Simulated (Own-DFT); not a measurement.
# A change of arrangement and its cost: C34N2Si36, 72 atoms

All numbers below are calculated, not measured. They come from Own-DFT, an in-house plane-wave density functional program, since retired, whose code no person has reviewed. Each row is one single-point run on a periodic cell that was not relaxed, without spin or spin-orbit coupling.

Settings of every run: PBE; PseudoDojo norm-conserving scalar-relativistic files; cutoff 42 hartree; 4 x 4 x 3 k mesh centred on Gamma; Fermi-Dirac smearing of 0.1 eV.

Known limits: not probed for a lower state with spin; forces on such cells passed a denser k mesh, each cell not checked; stress not checked against mesh or cutoff.

All cells hold the same atoms in the same cell, with vectors in Å (9.248, 0.000, 0.000); (-4.624, 8.009, 0.000); (0.000, 0.000, 10.068). Every atom was moved at random from its ideal site; u is the rms move along one axis. The defect's site can differ from row to row. E is the free energy of the cell above the lowest run. The arrangements:

- A: 4H SiC, with two N on a C site each, 3.1 Å apart
- B: 2H SiC, with two N on a C site each, 3.1 Å apart

```
arrangement   u (Å)  E (eV)  P (GPa)
          A  0.0288   0.000     2.69
          A  0.0306   0.137     2.68
          A  0.0320   0.668     2.88
          A  0.0487   4.552     4.26
          A  0.0495   4.404     4.38
          A  0.0509   4.042     4.02
          B  0.0281   0.727     2.85
          B  0.0296   0.902     2.84
          B  0.0321   1.138     2.94
          B  0.0469   4.199     4.08
          B  0.0506   5.351     4.67
          B  0.0523   5.899     4.64
```

Question: once the cost of the random moves is taken out, how do the arrangements rank?

## Worked answer

Fit E = a + b u², with one b for all and one a for each arrangement, and with residuals divided by u², since the noise grows with the moves. Then b = 2627 eV/Å², the scatter at u = 0.04 Å is 0.23 eV, and against A:

- B: 0.76 ± 0.10 eV (higher)

These are energies of unrelaxed cells. Relaxing the atoms lowers the strained arrangements most, so the gaps would shrink and small ones could change sign.
